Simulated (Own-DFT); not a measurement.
Simulation results for AlN (wurtzite, atoms displaced)

All values are calculated (Own-DFT development build). A calculation, not a measurement: plane-wave PBE density functional theory by an unreviewed code, no spin, of a simulated periodic cell, stress positive in tension, free energy of the whole cell less one offset for each atom, some atoms lie very close together; forces on such cells moved up to 12 meV/angstrom on a denser k mesh; offsets are fitted by least squares, one for each functional and potential file, so energies compare only between cells with the same atoms and settings and are not formation energies; the far tail of each file's local potential was reset to the Coulomb form; each entry is a single point on an unrelaxed cell, so the pressure reflects the starting lattice, mostly measured values (interpolated for alloys), from which strain is counted, and rises with the displacements; printed positions are rounded, which can move forces by about a meV/angstrom; the program, named Own-DFT, is a retired in-house code; no spin-orbit coupling; before rounding, a Quantum ESPRESSO 7.3.1 run of the same cell and cutoff gave forces within 1 meV/angstrom rms on each cell, which checks the program and not the settings.

Settings shared by all entries: functional PBE; potential files PseudoDojo norm-conserving, scalar-relativistic, standard set; wave cutoff 42 hartree; occupations Fermi-Dirac; smearing width 0.1 eV; k mesh 3 x 3 x 2 centred on Gamma.

(1) 
```cif
# cell vector a (Å): 9.3360 0.0000 0.0000
# cell vector b (Å): -4.6680 8.0852 0.0000
# cell vector c (Å): 0.0000 0.0000 9.9640
data_AlN
_symmetry_space_group_name_H-M 'P 1'
_symmetry_Int_Tables_number 1
_cell_length_a 9.3360
_cell_length_b 9.3360
_cell_length_c 9.9640
_cell_angle_alpha 90.000
_cell_angle_beta 90.000
_cell_angle_gamma 120.000
_cell_volume 752.12
loop_
_atom_site_label
_atom_site_type_symbol
_atom_site_fract_x
_atom_site_fract_y
_atom_site_fract_z
_atom_site_occupancy
Al1 Al 0.13342 0.25068 0.01995 1
Al2 Al 0.23517 0.09359 0.27246 1
N1 N 0.09473 0.16870 0.19111 1
N2 N 0.19225 0.10278 0.45347 1
Al3 Al 0.11120 0.23252 0.49834 1
Al4 Al 0.21656 0.12482 0.75945 1
N3 N 0.11852 0.20254 0.71288 1
N4 N 0.24577 0.14252 0.94693 1
Al5 Al 0.13039 0.57213 0.99885 1
Al6 Al 0.22984 0.44835 0.26902 1
N5 N 0.10418 0.53097 0.18301 1
N6 N 0.22313 0.45876 0.41110 1
Al7 Al 0.11882 0.54805 0.49621 1
Al8 Al 0.23393 0.47299 0.74332 1
N7 N 0.12545 0.56263 0.66013 1
N8 N 0.22818 0.46179 0.91572 1
Al9 Al 0.12742 0.87807 0.99913 1
Al10 Al 0.21437 0.73936 0.25387 1
N9 N 0.09230 0.89358 0.18808 1
N10 N 0.19188 0.78019 0.43792 1
Al11 Al 0.10813 0.89441 0.49953 1
Al12 Al 0.23611 0.81015 0.76271 1
N11 N 0.16526 0.93071 0.69893 1
N12 N 0.20618 0.76907 0.98677 1
Al13 Al 0.44096 0.23158 0.00297 1
Al14 Al 0.56221 0.13723 0.23797 1
N13 N 0.41482 0.21330 0.19255 1
N14 N 0.52743 0.09295 0.42987 1
Al15 Al 0.42779 0.20217 0.50770 1
Al16 Al 0.56339 0.12738 0.73051 1
N15 N 0.45423 0.21663 0.67475 1
N16 N 0.58704 0.12600 0.93855 1
Al17 Al 0.46668 0.55457 0.99390 1
Al18 Al 0.57361 0.47729 0.29131 1
N17 N 0.45870 0.56486 0.16183 1
N18 N 0.56751 0.43044 0.47555 1
Al19 Al 0.41533 0.52698 0.49622 1
Al20 Al 0.53559 0.43452 0.77054 1
N19 N 0.42608 0.54678 0.69253 1
N20 N 0.55555 0.43792 0.95102 1
Al21 Al 0.39790 0.88629 0.01383 1
Al22 Al 0.52184 0.77169 0.25557 1
N21 N 0.44715 0.88235 0.21417 1
N22 N 0.53437 0.78189 0.44455 1
Al23 Al 0.45090 0.87722 0.49974 1
Al24 Al 0.52378 0.77805 0.76337 1
N23 N 0.43003 0.87509 0.70019 1
N24 N 0.57874 0.78728 0.92731 1
Al25 Al 0.80242 0.24163 0.00382 1
Al26 Al 0.89157 0.13307 0.24558 1
N25 N 0.81509 0.25465 0.18954 1
N26 N 0.84609 0.06329 0.45765 1
Al27 Al 0.75107 0.20461 0.48496 1
Al28 Al 0.91132 0.10310 0.76496 1
N27 N 0.75466 0.20481 0.69776 1
N28 N 0.88094 0.11985 0.93941 1
Al29 Al 0.79213 0.55987 0.98620 1
Al30 Al 0.87831 0.45301 0.26862 1
N29 N 0.78991 0.56805 0.18164 1
N30 N 0.91732 0.48832 0.43910 1
Al31 Al 0.76990 0.53798 0.52705 1
Al32 Al 0.88028 0.44814 0.75274 1
N31 N 0.79158 0.53106 0.69341 1
N32 N 0.90551 0.48069 0.95351 1
Al33 Al 0.81222 0.89976 0.99638 1
Al34 Al 0.87106 0.78122 0.21392 1
N33 N 0.78083 0.87504 0.17329 1
N34 N 0.88071 0.80870 0.41281 1
Al35 Al 0.79678 0.87619 0.51915 1
Al36 Al 0.87790 0.76271 0.76826 1
N35 N 0.77799 0.86253 0.67903 1
N36 N 0.87738 0.77068 0.95322 1
_calc_free_energy_of_cell_above_offsets '20.716'  # eV
_calc_pressure 24.56  # GPa
_calc_stress_xx -32.85  # GPa
_calc_stress_yy -15.93  # GPa
_calc_stress_zz -24.89  # GPa
_calc_stress_yz 1.4  # GPa
_calc_stress_xz -1.15  # GPa
_calc_stress_xy 10.64  # GPa
```

Force:
```csv
element,x (eV/Å),y (eV/Å),z (eV/Å)
Al,-0.464,-1.28,-1.831
Al,-5.199,-2.749,-1.114
N,-0.744,4.462,1.478
N,3.222,3.152,-0.791
Al,-2.431,-2.763,1.216
Al,12.19,-3.406,4.232
N,-11.18,8.474,-7.079
N,-3.202,-3.581,-2.048
Al,0.201,-8.189,1.078
Al,1.528,-2.57,-24.16
N,0.918,0.496,1.364
N,-0.184,-1.979,20.98
Al,-2.655,3.656,-3.303
Al,-3.884,-4.059,0.281
N,-1.366,-0.035,7.821
N,0.492,-0.166,5.115
Al,-12.84,7.994,3.685
Al,-2.953,3.666,0.786
N,4.316,-1.025,-1.212
N,5.187,-1.83,-0.807
Al,-2.589,-2.01,0.929
Al,0.35,-4.042,-0.957
N,-4.165,-3.332,-0.966
N,3.104,-2.339,-6.392
Al,4.54,-0.955,2.2
Al,0.237,-2.246,0.17
N,5.318,3.585,-0.315
N,0.92,1.574,0.229
Al,-0.703,-0.263,-2.999
Al,-3.227,-5.357,5.024
N,-3.736,2.673,5.079
N,-4.458,-1.197,1.237
Al,-3.388,3.624,-2.868
Al,1.05,-0.343,-4.82
N,-1.709,-1.015,8.712
N,-5.001,-0.277,-3.443
Al,3.046,4.25,2.913
Al,0.87,-0.628,-3.58
N,5.335,1.425,-2.382
N,2.655,1.172,-2.212
Al,12.09,6.551,2.206
Al,10.49,-3.343,0.674
N,-8.49,5.464,-5.245
N,8.578,-8.041,-3.125
Al,-9.782,4.305,3.218
Al,5.538,-1.742,-1.622
N,-0.394,4.06,-2.846
N,-0.57,-1.369,3.421
Al,-1.968,0.658,-0.708
Al,3.401,-5.947,1.711
N,-4.661,-1.01,0.507
N,-1.016,9.258,-3.183
Al,1.881,-0.187,2.43
Al,-4.176,-0.783,-2.303
N,8.496,4.542,-3.052
N,4.107,-0.254,1.068
Al,-6.505,-0.012,4.665
Al,1.106,1.985,-3.786
N,-1.226,-3.515,1.227
N,-2.286,-4.165,1.416
Al,2.283,3.61,-4.163
Al,11.92,-6.957,4.34
N,-11.58,7.568,0.688
N,6.798,-4.834,-4.094
Al,-7.318,2.836,1.252
Al,8.13,-2.598,5.929
N,-10.87,6.316,-0.698
N,5.601,-4.815,-0.73
Al,-4.318,-0.771,-3.645
Al,0.373,0.323,-2.212
N,-0.518,0.447,9.026
N,5.47,-0.145,-3.621
```

(2) 
```cif
# cell vector a (Å): 9.3360 0.0000 0.0000
# cell vector b (Å): -4.6680 8.0852 0.0000
# cell vector c (Å): 0.0000 0.0000 9.9640
data_AlN
_symmetry_space_group_name_H-M 'P 1'
_symmetry_Int_Tables_number 1
_cell_length_a 9.3360
_cell_length_b 9.3360
_cell_length_c 9.9640
_cell_angle_alpha 90.000
_cell_angle_beta 90.000
_cell_angle_gamma 120.000
_cell_volume 752.12
loop_
_atom_site_label
_atom_site_type_symbol
_atom_site_fract_x
_atom_site_fract_y
_atom_site_fract_z
_atom_site_occupancy
Al1 Al 0.13759 0.22383 0.99457 1
Al2 Al 0.20076 0.12914 0.23970 1
N1 N 0.08894 0.21448 0.20445 1
N2 N 0.22360 0.10673 0.41380 1
Al3 Al 0.11227 0.23451 0.51314 1
Al4 Al 0.19752 0.09489 0.79000 1
N3 N 0.13541 0.20493 0.67277 1
N4 N 0.16992 0.06932 0.94531 1
Al5 Al 0.10345 0.53764 0.99638 1
Al6 Al 0.25355 0.41454 0.24103 1
N5 N 0.08228 0.51311 0.17285 1
N6 N 0.21469 0.44642 0.44863 1
Al7 Al 0.13858 0.57778 0.50554 1
Al8 Al 0.21211 0.41883 0.74635 1
N7 N 0.10765 0.52743 0.72060 1
N8 N 0.23644 0.45401 0.93492 1
Al9 Al 0.08812 0.89764 0.98689 1
Al10 Al 0.21722 0.77190 0.24036 1
N9 N 0.09587 0.91052 0.18330 1
N10 N 0.20584 0.78333 0.47326 1
Al11 Al 0.06860 0.87932 0.50211 1
Al12 Al 0.20509 0.76464 0.74239 1
N11 N 0.10871 0.90773 0.68212 1
N12 N 0.19366 0.74370 0.94428 1
Al13 Al 0.44849 0.21981 0.98004 1
Al14 Al 0.54866 0.09770 0.24010 1
N13 N 0.42043 0.20941 0.17899 1
N14 N 0.55886 0.10752 0.43398 1
Al15 Al 0.42296 0.20779 0.50793 1
Al16 Al 0.55713 0.10904 0.74251 1
N15 N 0.43457 0.23310 0.69273 1
N16 N 0.55292 0.09970 0.93864 1
Al17 Al 0.43408 0.56512 0.97042 1
Al18 Al 0.53917 0.45999 0.25927 1
N17 N 0.42104 0.54621 0.19096 1
N18 N 0.52799 0.43200 0.43133 1
Al19 Al 0.45465 0.58163 0.51327 1
Al20 Al 0.56937 0.46291 0.73912 1
N19 N 0.44848 0.57112 0.69884 1
N20 N 0.54345 0.42318 0.95317 1
Al21 Al 0.44432 0.89271 0.99674 1
Al22 Al 0.56208 0.74144 0.21843 1
N21 N 0.42382 0.87493 0.19370 1
N22 N 0.54819 0.76737 0.42498 1
Al23 Al 0.45059 0.90530 0.51594 1
Al24 Al 0.55291 0.74311 0.76925 1
N23 N 0.45486 0.92253 0.68957 1
N24 N 0.52450 0.74283 0.93754 1
Al25 Al 0.78829 0.25079 0.00639 1
Al26 Al 0.89705 0.11891 0.23599 1
N25 N 0.74583 0.21212 0.20605 1
N26 N 0.94940 0.09838 0.45010 1
Al27 Al 0.78414 0.24554 0.48635 1
Al28 Al 0.87541 0.09618 0.73513 1
N27 N 0.78758 0.23516 0.68098 1
N28 N 0.89452 0.11888 0.91466 1
Al29 Al 0.81055 0.57608 0.00228 1
Al30 Al 0.89326 0.44866 0.27648 1
N29 N 0.77675 0.54388 0.19238 1
N30 N 0.89349 0.43346 0.46918 1
Al31 Al 0.78954 0.59251 0.50883 1
Al32 Al 0.86829 0.43102 0.75602 1
N31 N 0.75481 0.53522 0.67854 1
N32 N 0.92101 0.43585 0.93802 1
Al33 Al 0.81091 0.89647 0.98799 1
Al34 Al 0.87403 0.77957 0.24024 1
N33 N 0.80616 0.88975 0.18524 1
N34 N 0.88305 0.77148 0.47592 1
Al35 Al 0.75274 0.88058 0.50248 1
Al36 Al 0.86488 0.76411 0.73474 1
N35 N 0.77753 0.89173 0.69106 1
N36 N 0.92193 0.79799 0.92432 1
_calc_free_energy_of_cell_above_offsets '21.365'  # eV
_calc_pressure 24.52  # GPa
_calc_stress_xx -17.58  # GPa
_calc_stress_yy -41.24  # GPa
_calc_stress_zz -14.73  # GPa
_calc_stress_yz 2.45  # GPa
_calc_stress_xz -3.16  # GPa
_calc_stress_xy -9.24  # GPa
```

Force:
```csv
element,x (eV/Å),y (eV/Å),z (eV/Å)
Al,-5.599,3.08,1.398
Al,7.603,-5.617,2.039
N,2.897,5.377,-6.474
N,-0.138,-0.071,3.715
Al,6.467,5.502,-2.064
Al,2.287,1.294,-13.35
N,-2.28,1.171,7.289
N,2.932,16.05,1.369
Al,5.913,3.391,1.926
Al,-12.56,-4.147,6.285
N,0.775,2.046,3.905
N,2.492,1.196,-0.896
Al,-1.793,-4.045,1.436
Al,1.09,-0.079,0.004
N,-2.67,3.183,-3.521
N,-2.559,-5.838,-0.371
Al,14.13,-10.65,12.71
Al,-3.132,-1.178,0.403
N,1.227,-3.573,-0.112
N,1.177,1.529,-2.363
Al,11.19,9.704,0.584
Al,0.374,0.863,0.843
N,0.069,-3.302,2.638
N,0.404,5.762,-1.164
Al,0.31,-3.759,3.489
Al,-6.417,-2.217,2.552
N,0.184,1.658,-0.966
N,-0.33,1.002,0.655
Al,-0.06,0.094,-2.128
Al,-0.159,7.131,2.084
N,1.459,-0.611,2.32
N,0.5,2.453,-0.559
Al,4.84,-14.37,6.555
Al,4.701,-4.013,-2.77
N,7.45,4.937,-6.068
N,1.063,2.139,3.975
Al,-0.865,-5.018,-1.724
Al,-5.491,-6.039,3.071
N,-0.132,-7.633,-3.57
N,0.385,7.427,-3.077
Al,-1.795,-3.241,0.696
Al,-2.659,7.553,2.691
N,3.984,0.644,-2.199
N,0.077,2.629,-0.238
Al,-1.017,-1.069,-3.626
Al,-0.627,11.2,-1.011
N,0.024,-9.239,0.535
N,1.708,16.92,0.513
Al,-0.27,-5.786,1.306
Al,-6.993,-3.68,4.045
N,7.441,3.512,-2.688
N,-11.65,-8.161,-5.228
Al,-0.871,-11.64,2.892
Al,0.321,4.637,-0.669
N,-0.649,-3.499,0.121
N,0.477,-0.608,4.291
Al,-0.346,-2.183,0.365
Al,0.267,-0.827,-1.425
N,-1.669,2.211,0.492
N,-0.045,12.77,-3.895
Al,0.123,-17.4,-0.493
Al,2.878,1.304,-1.041
N,4.899,3.782,1.8
N,-10.03,-0.699,-3.633
Al,-2.863,1.605,0.198
Al,9.939,-5.034,3.793
N,-10.48,3.927,-4.485
N,-9.348,6.347,-7.003
Al,2.406,2.754,-0.842
Al,3.669,1.957,0.205
N,-2.219,-4.447,0.02
N,-12.42,-11.07,-5.561
```

(3) 
```cif
# cell vector a (Å): 9.3360 0.0000 0.0000
# cell vector b (Å): -4.6680 8.0852 0.0000
# cell vector c (Å): 0.0000 0.0000 9.9640
data_AlN
_symmetry_space_group_name_H-M 'P 1'
_symmetry_Int_Tables_number 1
_cell_length_a 9.3360
_cell_length_b 9.3360
_cell_length_c 9.9640
_cell_angle_alpha 90.000
_cell_angle_beta 90.000
_cell_angle_gamma 120.000
_cell_volume 752.12
loop_
_atom_site_label
_atom_site_type_symbol
_atom_site_fract_x
_atom_site_fract_y
_atom_site_fract_z
_atom_site_occupancy
Al1 Al 0.09967 0.23261 0.00920 1
Al2 Al 0.22761 0.13526 0.26624 1
N1 N 0.11326 0.22761 0.18474 1
N2 N 0.21469 0.10288 0.42155 1
Al3 Al 0.10832 0.20457 0.49850 1
Al4 Al 0.22079 0.08525 0.73596 1
N3 N 0.10755 0.24701 0.68340 1
N4 N 0.21830 0.08900 0.94066 1
Al5 Al 0.10308 0.54590 0.00144 1
Al6 Al 0.23005 0.44269 0.26251 1
N5 N 0.10707 0.53970 0.19372 1
N6 N 0.21871 0.44370 0.41858 1
Al7 Al 0.12767 0.59086 0.48205 1
Al8 Al 0.22141 0.42793 0.75145 1
N7 N 0.10036 0.53025 0.69727 1
N8 N 0.23221 0.47176 0.97888 1
Al9 Al 0.11499 0.91129 0.97697 1
Al10 Al 0.22977 0.75283 0.22235 1
N9 N 0.10989 0.86599 0.17478 1
N10 N 0.23429 0.79406 0.44963 1
Al11 Al 0.09306 0.89877 0.48936 1
Al12 Al 0.19338 0.76629 0.75323 1
N11 N 0.11191 0.91439 0.68596 1
N12 N 0.22108 0.74218 0.92847 1
Al13 Al 0.41649 0.22013 0.00386 1
Al14 Al 0.54491 0.10499 0.23278 1
N13 N 0.44928 0.24051 0.18769 1
N14 N 0.56335 0.10681 0.43372 1
Al15 Al 0.46600 0.24321 0.50875 1
Al16 Al 0.55961 0.12323 0.76540 1
N15 N 0.44033 0.21187 0.70436 1
N16 N 0.52642 0.10465 0.91409 1
Al17 Al 0.44569 0.53494 0.98889 1
Al18 Al 0.55984 0.47450 0.24334 1
N17 N 0.43566 0.54869 0.17842 1
N18 N 0.54745 0.44026 0.45400 1
Al19 Al 0.45447 0.58831 0.51696 1
Al20 Al 0.56706 0.43043 0.74114 1
N19 N 0.43534 0.55005 0.68532 1
N20 N 0.56102 0.47530 0.93663 1
Al21 Al 0.45105 0.89372 0.99613 1
Al22 Al 0.56217 0.76337 0.26941 1
N21 N 0.42305 0.88509 0.18274 1
N22 N 0.57361 0.78360 0.43732 1
Al23 Al 0.44414 0.88379 0.52500 1
Al24 Al 0.53189 0.75790 0.73975 1
N23 N 0.47310 0.92123 0.68911 1
N24 N 0.56603 0.75706 0.93090 1
Al25 Al 0.77235 0.21510 0.00761 1
Al26 Al 0.87135 0.11358 0.25343 1
N25 N 0.77199 0.24347 0.20420 1
N26 N 0.90011 0.11404 0.45535 1
Al27 Al 0.76853 0.21082 0.49137 1
Al28 Al 0.87237 0.12868 0.75570 1
N27 N 0.81854 0.25641 0.69277 1
N28 N 0.87200 0.08410 0.93219 1
Al29 Al 0.79498 0.56038 0.99402 1
Al30 Al 0.88263 0.43601 0.27437 1
N29 N 0.79553 0.57482 0.18742 1
N30 N 0.91120 0.47374 0.44875 1
Al31 Al 0.78239 0.58039 0.50098 1
Al32 Al 0.88785 0.44546 0.72308 1
N31 N 0.77818 0.56006 0.69967 1
N32 N 0.89239 0.45223 0.93529 1
Al33 Al 0.78474 0.90755 0.02472 1
Al34 Al 0.85718 0.77388 0.23418 1
N33 N 0.77118 0.88876 0.21436 1
N34 N 0.86653 0.77226 0.43613 1
Al35 Al 0.78307 0.90866 0.49571 1
Al36 Al 0.89409 0.77132 0.76214 1
N35 N 0.74405 0.87184 0.68757 1
N36 N 0.87382 0.74289 0.94673 1
_calc_free_energy_of_cell_above_offsets '7.993'  # eV
_calc_pressure 19.84  # GPa
_calc_stress_xx -11.28  # GPa
_calc_stress_yy -28.59  # GPa
_calc_stress_zz -19.65  # GPa
_calc_stress_yz 2.15  # GPa
_calc_stress_xz 0.6  # GPa
_calc_stress_xy -0.64  # GPa
```

Force:
```csv
element,x (eV/Å),y (eV/Å),z (eV/Å)
Al,1.219,0.234,-2.191
Al,1.453,-1.433,-10.63
N,-1.581,-1.777,2.506
N,0.532,0.591,9.99
Al,0.333,4.65,0.976
Al,-0.149,15.18,6.359
N,1.414,-8.189,-0.933
N,-2.036,13.75,-5.382
Al,-3.022,0.597,1.226
Al,-0.953,0.286,-10.1
N,-0.87,-1.479,0.484
N,0.351,0.909,11.33
Al,1.784,-5.815,2.373
Al,-0.829,6.039,2.291
N,1.353,4.863,-1.893
N,2.867,-6.239,-4.522
Al,-0.329,-16.68,7.364
Al,-6.465,0.48,2.264
N,-1.804,2.065,0.524
N,-0.563,2.998,-0.86
Al,2.239,-2.495,-0.748
Al,2.666,-0.982,-1.141
N,-1.865,-15.32,-4.522
N,-0.84,5.291,0.233
Al,3.102,1.93,-0.457
Al,-1.95,0.46,2.569
N,-0.16,-0.474,0.656
N,-2.161,-0.125,0.062
Al,0.208,-5.018,-0.57
Al,3.433,0.456,-12.51
N,-0.268,1.492,-3.118
N,0.407,-0.113,16.29
Al,-8.798,6.563,4.069
Al,3.523,-3.475,0.906
N,0.089,2.528,2.004
N,0.114,4.609,-1.598
Al,0.32,-4.707,-4.144
Al,-3.399,2.263,2.438
N,0.441,-1.884,2.401
N,10.53,-7.882,-4.146
Al,-0.157,-3.073,-1.965
Al,-3.953,-0.748,-5.059
N,6.514,3.442,-0.994
N,-3.014,0.614,3.156
Al,-0.723,1.686,-6.056
Al,0.805,3.011,3.91
N,-0.925,-2.565,3.426
N,-1.846,3.161,1.895
Al,-1.189,2.35,-1.7
Al,2.348,1.432,1.333
N,1.297,-5.261,-2.704
N,-2.835,1.498,-3.64
Al,2.088,2.867,2.472
Al,5.415,-4.983,-1.095
N,-6.151,-7.278,-4.033
N,-0.069,5.252,2.005
Al,-1.717,-8.233,3.969
Al,0.103,5.685,-2.462
N,-1.484,-4.608,0.422
N,-2.878,-2.322,1.188
Al,0.375,-4.599,1.163
Al,-0.638,6.717,3.587
N,1.144,0.175,-2.645
N,0.722,-3.883,-0.238
Al,-0.695,-6.801,-2.403
Al,9.245,-0.024,2.336
N,-3.635,4.388,-3.05
N,1.014,4.452,-1.134
Al,0.715,-3.7,3.208
Al,-3.9,1.305,-0.617
N,3.745,2.609,-0.808
N,-0.062,13.29,-3.316
```

(4) 
```cif
# cell vector a (Å): 9.3360 0.0000 0.0000
# cell vector b (Å): -4.6680 8.0852 0.0000
# cell vector c (Å): 0.0000 0.0000 9.9640
data_AlN
_symmetry_space_group_name_H-M 'P 1'
_symmetry_Int_Tables_number 1
_cell_length_a 9.3360
_cell_length_b 9.3360
_cell_length_c 9.9640
_cell_angle_alpha 90.000
_cell_angle_beta 90.000
_cell_angle_gamma 120.000
_cell_volume 752.12
loop_
_atom_site_label
_atom_site_type_symbol
_atom_site_fract_x
_atom_site_fract_y
_atom_site_fract_z
_atom_site_occupancy
Al1 Al 0.10724 0.21466 0.99676 1
Al2 Al 0.23008 0.10445 0.24831 1
N1 N 0.06279 0.19078 0.18597 1
N2 N 0.22962 0.13914 0.40722 1
Al3 Al 0.13026 0.25195 0.48407 1
Al4 Al 0.20071 0.13062 0.75080 1
N3 N 0.12292 0.24483 0.67629 1
N4 N 0.19988 0.09590 0.95509 1
Al5 Al 0.09880 0.55825 0.99769 1
Al6 Al 0.23246 0.43799 0.24526 1
N5 N 0.14558 0.58819 0.18168 1
N6 N 0.22388 0.44922 0.43323 1
Al7 Al 0.08809 0.53284 0.52076 1
Al8 Al 0.20258 0.43901 0.76862 1
N7 N 0.10729 0.59230 0.70325 1
N8 N 0.22738 0.44803 0.96139 1
Al9 Al 0.13597 0.90510 0.00637 1
Al10 Al 0.24289 0.82676 0.27011 1
N9 N 0.12616 0.90907 0.18788 1
N10 N 0.22703 0.78122 0.43020 1
Al11 Al 0.09988 0.88530 0.51784 1
Al12 Al 0.22412 0.79420 0.75162 1
N11 N 0.13335 0.88566 0.69929 1
N12 N 0.23404 0.77602 0.93541 1
Al13 Al 0.41079 0.21278 0.99696 1
Al14 Al 0.54836 0.10456 0.25923 1
N13 N 0.42210 0.21667 0.18169 1
N14 N 0.54617 0.09846 0.44440 1
Al15 Al 0.40880 0.20733 0.51742 1
Al16 Al 0.56715 0.11007 0.76616 1
N15 N 0.43016 0.23094 0.69564 1
N16 N 0.56678 0.11105 0.97072 1
Al17 Al 0.42138 0.56184 0.99458 1
Al18 Al 0.58148 0.49187 0.23105 1
N17 N 0.43685 0.54789 0.18163 1
N18 N 0.56052 0.44591 0.39796 1
Al19 Al 0.42365 0.54847 0.49275 1
Al20 Al 0.57783 0.46104 0.75175 1
N19 N 0.43706 0.56970 0.69012 1
N20 N 0.54242 0.45572 0.94654 1
Al21 Al 0.43955 0.90504 0.01324 1
Al22 Al 0.53341 0.78005 0.25849 1
N21 N 0.48459 0.90421 0.19781 1
N22 N 0.57025 0.80120 0.46486 1
Al23 Al 0.43580 0.87298 0.49915 1
Al24 Al 0.56504 0.79918 0.75790 1
N23 N 0.44985 0.87450 0.71225 1
N24 N 0.55229 0.76129 0.92710 1
Al25 Al 0.76180 0.23142 0.98866 1
Al26 Al 0.88814 0.11535 0.28429 1
N25 N 0.76034 0.22932 0.17482 1
N26 N 0.85460 0.10325 0.44501 1
Al27 Al 0.78162 0.23813 0.49713 1
Al28 Al 0.87267 0.12319 0.76431 1
N27 N 0.80849 0.23663 0.70373 1
N28 N 0.90329 0.10847 0.92490 1
Al29 Al 0.78099 0.53953 0.00084 1
Al30 Al 0.85089 0.40460 0.22399 1
N29 N 0.76607 0.55529 0.21465 1
N30 N 0.90168 0.44342 0.44441 1
Al31 Al 0.77697 0.55192 0.49446 1
Al32 Al 0.87286 0.43651 0.75128 1
N31 N 0.78420 0.57475 0.68526 1
N32 N 0.87909 0.45242 0.93333 1
Al33 Al 0.75532 0.88564 0.96800 1
Al34 Al 0.90563 0.77156 0.24903 1
N33 N 0.78911 0.89136 0.18542 1
N34 N 0.88421 0.78931 0.41527 1
Al35 Al 0.76018 0.86259 0.50836 1
Al36 Al 0.88382 0.76469 0.74491 1
N35 N 0.78701 0.91196 0.68223 1
N36 N 0.89323 0.76890 0.92090 1
_calc_free_energy_of_cell_above_offsets '9.206'  # eV
_calc_pressure 19.91  # GPa
_calc_stress_xx -19.76  # GPa
_calc_stress_yy -20.77  # GPa
_calc_stress_zz -19.21  # GPa
_calc_stress_yz -0.29  # GPa
_calc_stress_xz -3.2  # GPa
_calc_stress_xy -1.26  # GPa
```

Force:
```csv
element,x (eV/Å),y (eV/Å),z (eV/Å)
Al,-2.257,0.894,3.711
Al,-4.11,2.463,-4.218
N,4.54,4.335,-0.449
N,-1.265,-1.052,9.8
Al,-1.292,-5.789,1.419
Al,3.539,-2.847,1.398
N,-2.481,-0.228,-0.087
N,-0.004,4.132,-5.084
Al,2.016,1.138,1.573
Al,-3.724,-0.706,-1.469
N,-1.633,-1.376,0.719
N,-2.899,2.627,-0.891
Al,3.746,3.979,-0.864
Al,1.805,3.361,-1.341
N,0.642,-7.054,-1.212
N,-6.928,-5.075,-3.991
Al,-1.608,-7.011,-0.602
Al,1.431,-3.596,-6.461
N,0.178,-4.251,-0.206
N,-1.438,-1.181,7.032
Al,0.586,0.056,-3.17
Al,8.416,-1.871,3.985
N,-10.25,6.461,-3.912
N,-1.508,1.693,1.673
Al,3.284,3.355,1.283
Al,-0.669,3.426,-1.033
N,4.112,1.323,-0.998
N,-1.097,1.747,1.673
Al,3.261,1.452,-3.994
Al,-1.864,-1.087,-1.227
N,2.03,-0.162,2.02
N,-6.814,-1.429,-5.556
Al,6.541,2.626,2.016
Al,-9.431,-6.237,-0.271
N,-1.079,2.915,0.174
N,-0.966,-0.456,8.581
Al,4.562,2.54,2.097
Al,-5.222,-0.568,0.728
N,1.029,-1.424,-0.139
N,2.71,-2.115,-0.827
Al,1.968,-3.913,0.043
Al,9.693,-5.189,2.355
N,-8.841,3.454,-3.457
N,-4.498,-5.931,-4.559
Al,-0.899,2.457,2.592
Al,4.378,-4.777,-2.735
N,-6.537,5.672,-3.345
N,-2.766,1.596,2.538
Al,7.203,2.206,2.678
Al,-0.856,-3.207,-8.007
N,0.732,-11.37,-2.089
N,2.268,0.728,5.22
Al,-1.293,-3.633,1.095
Al,7.723,-4.999,-4.011
N,-8.675,2.14,-3.935
N,-2.409,0.373,3.952
Al,-7.203,5.364,1.854
Al,1.748,15.19,6.451
N,12.97,2.394,-5.49
N,-4.082,0.01,-1.734
Al,-1.152,0.096,-2.609
Al,0.73,5.15,-0.5
N,0.724,-6.067,-2.898
N,4.19,-3.334,-0.754
Al,5.632,0.586,4.99
Al,-2.18,2.387,-4.43
N,-1.569,-1.148,0.106
N,1.814,-0.631,7.763
Al,3.874,4.281,-1.044
Al,0.264,6.54,1.543
N,1.248,-1.431,2.994
N,-0.092,-0.002,3.549
```
